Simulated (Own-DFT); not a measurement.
# How strain changes the stress of 2H SiC, 72 atoms (C36Si36)

All numbers below are calculated, not measured. They come from Own-DFT, an in-house plane-wave density functional program, since retired, whose code no person has reviewed. Each row is one single-point run on a periodic cell that was not relaxed, without spin or spin-orbit coupling.

Settings of every run: PBE; PseudoDojo norm-conserving scalar-relativistic files; cutoff 42 hartree; 4 x 4 x 3 k mesh centred on Gamma; Fermi-Dirac smearing of 0.1 eV.

Known limits: forces on such cells passed a denser k mesh, each cell not checked; stress not checked against mesh or cutoff.

Unstrained cell vectors in Å: (9.248, 0.000, 0.000); (-4.624, 8.009, 0.000); (0.000, 0.000, 10.068). The unstrained cell has measured lattice constants (interpolated for alloys), not those of this functional. That, the random moves and any unrelaxed bonds set the pressure at no strain. Each run strains this cell uniformly, with the atoms carried along. Every atom was also moved at random, by a Gaussian of width 0.05 Å on each axis. Strain is the symmetric tensor, in per cent. Stress is positive in tension, and the pressure is minus a third of its trace.

| run | e_xx (%) | e_yy (%) | e_zz (%) | e_yz (%) | e_xz (%) | e_xy (%) | s_xx (GPa) | s_yy (GPa) | s_zz (GPa) | s_yz (GPa) | s_xz (GPa) | s_xy (GPa) | P (GPa) | E (meV/atom) |
|---|---|---|---|---|---|---|---|---|---|---|---|---|---|---|
| 1 | -0.80 | -0.25 | -0.02 | 0.07 | -1.45 | 0.57 | -11.62 | -5.14 | -6.95 | 0.19 | -5.49 | 2.98 | 7.90 | 12.0 |
| 2 | 1.23 | 1.45 | -1.37 | 1.81 | 1.23 | -0.91 | 1.62 | 4.25 | -13.80 | 5.18 | 3.94 | -4.20 | 2.65 | 22.5 |
| 3 | -0.12 | 0.48 | 1.88 | 0.66 | 0.54 | 0.14 | -4.45 | -0.75 | 3.47 | 1.73 | 1.72 | 2.33 | 0.58 | 0.0 |
| 4 | -0.44 | 0.23 | 1.90 | -0.89 | -0.80 | 0.78 | -5.99 | -2.46 | 3.30 | -2.51 | -2.85 | 2.66 | 1.72 | 1.4 |
| 5 | -1.69 | 0.67 | 1.48 | 0.96 | 0.56 | 0.58 | -13.92 | -2.23 | 2.09 | 1.92 | 2.13 | 3.71 | 4.69 | 15.6 |
| 6 | 1.60 | -1.78 | -0.37 | -0.30 | 1.28 | 0.70 | 1.20 | -11.67 | -9.80 | -1.41 | 4.86 | 3.70 | 6.76 | 19.4 |
| 7 | 1.21 | -0.56 | -0.01 | 1.58 | 1.80 | 1.75 | 1.86 | -5.44 | -7.63 | 5.30 | 6.53 | 6.48 | 3.74 | 19.4 |
| 8 | 1.82 | -1.15 | -1.93 | 0.51 | 1.39 | 0.14 | 3.34 | -10.51 | -19.34 | 2.31 | 5.27 | 1.42 | 8.83 | 32.3 |
| 9 | -1.87 | -1.49 | 0.66 | -1.20 | -1.70 | -1.92 | -17.11 | -15.01 | -4.89 | -4.83 | -6.45 | -9.93 | 12.33 | 33.5 |
| 10 | -1.11 | 0.11 | -0.07 | 1.72 | 1.08 | -0.85 | -9.39 | -8.03 | -8.26 | 7.17 | 3.56 | -3.63 | 8.56 | 31.4 |
| 11 | 0.80 | 1.55 | 1.89 | -1.01 | -0.08 | 1.30 | 1.85 | 4.73 | 4.77 | -3.02 | 0.09 | 4.99 | -3.79 | 1.5 |
| 12 | -0.17 | -1.84 | -1.09 | -1.99 | -0.40 | 0.88 | -8.21 | -17.04 | -14.87 | -6.79 | -1.26 | 6.00 | 13.37 | 36.4 |
| 13 | -1.61 | 1.45 | 1.51 | 0.00 | 1.15 | 1.27 | -11.19 | 3.04 | 0.67 | -0.70 | 3.47 | 5.56 | 2.49 | 8.7 |
| 14 | -1.22 | 1.76 | 0.80 | 0.73 | 1.70 | 0.65 | -9.08 | 4.52 | -3.09 | 2.20 | 5.26 | 3.40 | 2.55 | 11.3 |
| 15 | 1.48 | -0.60 | 0.28 | -0.81 | 0.48 | 0.40 | 2.42 | -6.34 | -4.89 | -3.57 | 1.99 | 1.23 | 2.93 | 9.8 |
| 16 | 0.01 | -0.52 | -0.81 | -0.55 | -0.08 | -1.03 | -4.18 | -7.63 | -13.26 | -2.65 | -0.86 | -5.01 | 8.36 | 15.8 |
| 17 | -0.41 | -0.02 | -0.71 | -0.56 | 1.88 | -0.28 | ? | ? | ? | ? | ? | ? | ? | ? |

E is the free energy for each atom above the lowest run shown.

## Worked fit

Each stress component was fitted by least squares to a constant and the strains of the runs shown, as fractions, with shears doubled. Shear strains stay in the fit of a normal stress only where such slopes are resolved. The slopes, in GPa:

```
stress,at no strain,per e_xx,per e_yy,per e_zz,scatter
s_xx,-5.0,548 ± 25,107 ± 26,37 ± 28,1.05
s_yy,-4.7,131 ± 28,552 ± 30,72 ± 32,1.19
s_zz,-7.5,36 ± 16,43 ± 17,591 ± 19,0.69
```

Each shear stress against twice its own strain: yz 177 ± 16, xz 175 ± 6, xy 237 ± 20 GPa. These are stiffnesses along x, y and z of the frame in which the cell vectors are given, which need not be the crystal's axes. The atoms are held to the strained lattice; where symmetry lets them move under strain, relaxing them would lower some slopes. The table should be nearly symmetric about its diagonal, and what it lacks of that shows the noise. A ninth of its sum, 235 ± 4 GPa, estimates the bulk modulus near the mean pressure of these runs, 5.2 GPa, so it lies above the value at zero pressure.

## Withheld run

Question: what normal stresses and pressure should run 17 give?

The fit gives s_xx = -7.5, s_yy = -5.9, s_zz = -11.9 and P = 8.4 GPa. The calculation gave -6.83, -4.83, -10.71 and P = 7.46 GPa.
